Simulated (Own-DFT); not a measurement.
# Across the composition range of diamond-structure SiGe

All numbers below are calculated, not measured. The program, named Own-DFT, is a retired in-house plane-wave density functional code that no person has reviewed. Each row is one single-point run on a periodic cell that was not relaxed, without spin or spin-orbit coupling.

Settings of every run: PBE; PseudoDojo norm-conserving scalar-relativistic files; cutoff 42 hartree; 5 x 5 x 5 k mesh centred on Gamma; Fermi-Dirac smearing of 0.1 eV.

Known limits, some of them of some rows only: forces on such cells failed a check on a denser k mesh; forces on such cells moved up to 12 meV/angstrom on a denser k mesh; forces on such cells passed a denser k mesh, each cell not checked; stress not checked against mesh or cutoff.

Each cell has 16 atoms, with Ge and Si placed at random on their shared sites; x is the share of Ge. Lattice constants follow the straight line between measured values of the end members, and atoms start on the ideal sites of that lattice. Every atom was also moved at random, by a Gaussian of width 0.03 Å on each axis. u is the rms move along one axis. dE is the free energy for each Ge or Si site above the straight-line part, a + b x, of the fit below.

| x | cell | u (Å) | volume (Å³/atom) | P (GPa) | dE (meV/site) |
|---|---|---|---|---|---|
| 0.125 | Ge2Si14 | 0.0346 | 20.340 | 2.36 | 15.0 |
| 0.125 | Ge2Si14 | 0.0278 | 20.340 | 2.29 | 13.6 |
| 0.125 | Ge2Si14 | 0.0282 | 20.340 | 2.20 | 3.8 |
| 0.125 | Ge2Si14 | 0.0275 | 20.340 | 2.23 | 4.5 |
| 0.250 | Ge4Si12 | 0.0292 | 20.659 | ? | ? |
| 0.500 | Ge8Si8 | 0.0333 | 21.306 | 2.83 | 21.5 |
| 0.500 | Ge8Si8 | 0.0279 | 21.306 | 2.73 | 18.5 |
| 0.500 | Ge8Si8 | 0.0254 | 21.306 | 2.76 | 17.2 |
| 0.500 | Ge8Si8 | 0.0320 | 21.306 | 2.71 | 18.5 |
| 0.750 | Ge12Si4 | 0.0351 | 21.966 | 3.48 | 28.4 |
| 0.750 | Ge12Si4 | 0.0335 | 21.966 | 3.32 | 15.8 |
| 0.750 | Ge12Si4 | 0.0312 | 21.966 | 3.43 | 25.5 |
| 0.750 | Ge12Si4 | 0.0301 | 21.966 | 3.34 | 19.4 |
| 0.875 | Ge14Si2 | 0.0275 | 22.302 | 3.62 | 4.2 |
| 0.875 | Ge14Si2 | 0.0319 | 22.302 | 3.72 | 11.9 |
| 0.875 | Ge14Si2 | 0.0303 | 22.302 | 3.63 | 6.3 |
| 0.875 | Ge14Si2 | 0.0313 | 22.302 | 3.64 | 8.3 |

## Worked fit

Fit E = a + b x + W x (1 - x) + k (u² - 0.03²) to the rows shown. It gives W = 84 ± 20 meV/site and k = 19 ± 7 eV/Å², with a scatter of 4.6 meV/site. Part of W is bond strain that relaxing the atoms would remove. The pressures follow P = 2.17 + 0.56 x + 1.33 x² GPa, with a scatter of 0.07.

## Withheld member

Question: what pressure and dE should the cell at x = 0.250 give?

The fits give 2.4 GPa and 15 meV/site. The calculation gave 2.32 GPa and 10.3 meV/site.
